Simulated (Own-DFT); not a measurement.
# Shaking the atoms of monoclinic HfO2, 96 atoms (Hf32O64)

Calculated results; nothing here was measured. The program, named Own-DFT, is a retired in-house plane-wave density functional code that no person has reviewed. Each row is one single-point run on a periodic cell that was not relaxed, without spin or spin-orbit coupling.

Settings of every run: PBE; PseudoDojo norm-conserving scalar-relativistic files; cutoff 72 hartree; 2 x 2 x 2 k mesh centred on Gamma; Fermi-Dirac smearing of 0.1 eV.

Known limits, some of them of some rows only: some atoms lie very close together; hafnium file: forces about 75 meV/angstrom off all-electron values; oxygen file: force components 24 meV/angstrom off all-electron in a glass; forces on such cells passed a denser k mesh, each cell not checked; stress not checked against mesh or cutoff.

Cell vectors in Å: (10.234, 0.000, 0.000); (0.000, 10.350, 0.000); (-1.696, 0.000, 10.445). In each run every atom was moved at random and independently from its ideal site; u is the rms move along one axis. E is the free energy for each atom above the fitted value at u = 0, and F the rms of the force components.

```
run   u (Å)  E (meV/atom)  F (eV/Å)  largest force (eV/Å)  P (GPa)
  1  0.0195           8.8     0.433                  1.77     4.01
  2  0.0207           9.9     0.452                  1.61     4.01
  3  0.0493          58.7     1.054                  3.63     6.01
  4  0.0529          63.5     1.035                  4.05     5.45
  5  0.0811             ?         ?                     ?        ?
  6  0.0812         151.6     1.799                 10.42     7.97
  7  0.1189         352.9     2.808                 12.85    16.28
  8  0.1542         623.9     4.311                 19.90    24.31
```

## Worked fit

For small independent moves the energy grows as E = (3/2) K u², with K the mean stiffness felt by one atom. The runs with u up to 0.11 Å give K = 15.5 ± 0.3 eV/Å², with residuals divided by u² + 0.0006 Å², since the noise grows with the moves. The scatter is 1.5 meV/atom at u = 0.05 Å. The forces follow F = G u with G = 21.4 eV/Å²; no force at u = 0 is resolved. G exceeds K because the moves of its neighbours add to the force on an atom, and stiffness differs between atoms. At u = 0.154 Å the parabola gives 553 meV/atom and the run 624. The pressure follows P = 3.88 + 637 u² GPa: at fixed volume, shortened bonds push harder than stretched ones pull.

## Withheld run

Question: what energy and rms force should run 5 give?

The fit gives 153 ± 4 meV/atom and about 1.73 eV/Å. The calculation gave 170.5 meV/atom and 1.924 eV/Å. This run lies off the fit, by chance or by something that the fit leaves out.
